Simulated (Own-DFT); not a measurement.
# Energy and forces against displacement in rutile TiO2, 72 atoms (O48Ti24)

All numbers below are calculated, not measured. The program, named Own-DFT, is a retired in-house plane-wave density functional code that no person has reviewed. Each row is one single-point run on a periodic cell that was not relaxed, without spin or spin-orbit coupling.

Settings of every run: PBE; PseudoDojo norm-conserving scalar-relativistic files; cutoff 72 hartree; 3 x 3 x 3 k mesh centred on Gamma; Fermi-Dirac smearing of 0.1 eV.

Known limits: oxygen file: force components 24 meV/angstrom off all-electron in a glass; forces on such cells passed a denser k mesh, each cell not checked; stress not checked against mesh or cutoff.

Cell vectors in Å: (9.187, 0.000, 0.000); (0.000, 9.187, 0.000); (0.000, 0.000, 8.876). In each run every atom was moved at random and independently from its ideal site; u is the rms move along one axis. E is the free energy for each atom above the fitted value at u = 0, and F the rms of the force components.

```
run   u (Å)  E (meV/atom)  F (eV/Å)  largest force (eV/Å)  P (GPa)
  1  0.0189           6.5     0.360                  1.45     4.75
  2  0.0201           8.4     0.427                  2.04     4.76
  3  0.0500          55.1     1.095                  4.69     6.98
  4  0.0506          50.9     0.989                  4.61     6.12
  5  0.0539          55.2     0.996                  3.45     6.81
  6  0.0773         112.2     1.409                  5.89     7.97
  7  0.0810             ?         ?                     ?        ?
  8  0.0824         136.1     1.692                  9.44    10.68
  9  0.1149         318.6     2.701                 11.29    16.24
```

## Worked fit

For small independent moves the energy grows as E = (3/2) K u², with K the mean stiffness felt by one atom. The runs with u up to 0.11 Å give K = 13.3 ± 0.4 eV/Å², with residuals divided by u² + 0.0006 Å², since the noise grows with the moves. The scatter is 3.1 meV/atom at u = 0.05 Å. The forces follow F = G u with G = 19.9 eV/Å²; no force at u = 0 is resolved. G exceeds K because the moves of its neighbours add to the force on an atom, and stiffness differs between atoms. The pressure follows P = 4.48 + 779 u² GPa: at fixed volume, shortened bonds push harder than stretched ones pull.

## Withheld run

Question: what energy and rms force should run 7 give?

The fit gives 130 ± 8 meV/atom and about 1.61 eV/Å. The calculation gave 138.0 meV/atom and 1.666 eV/Å.
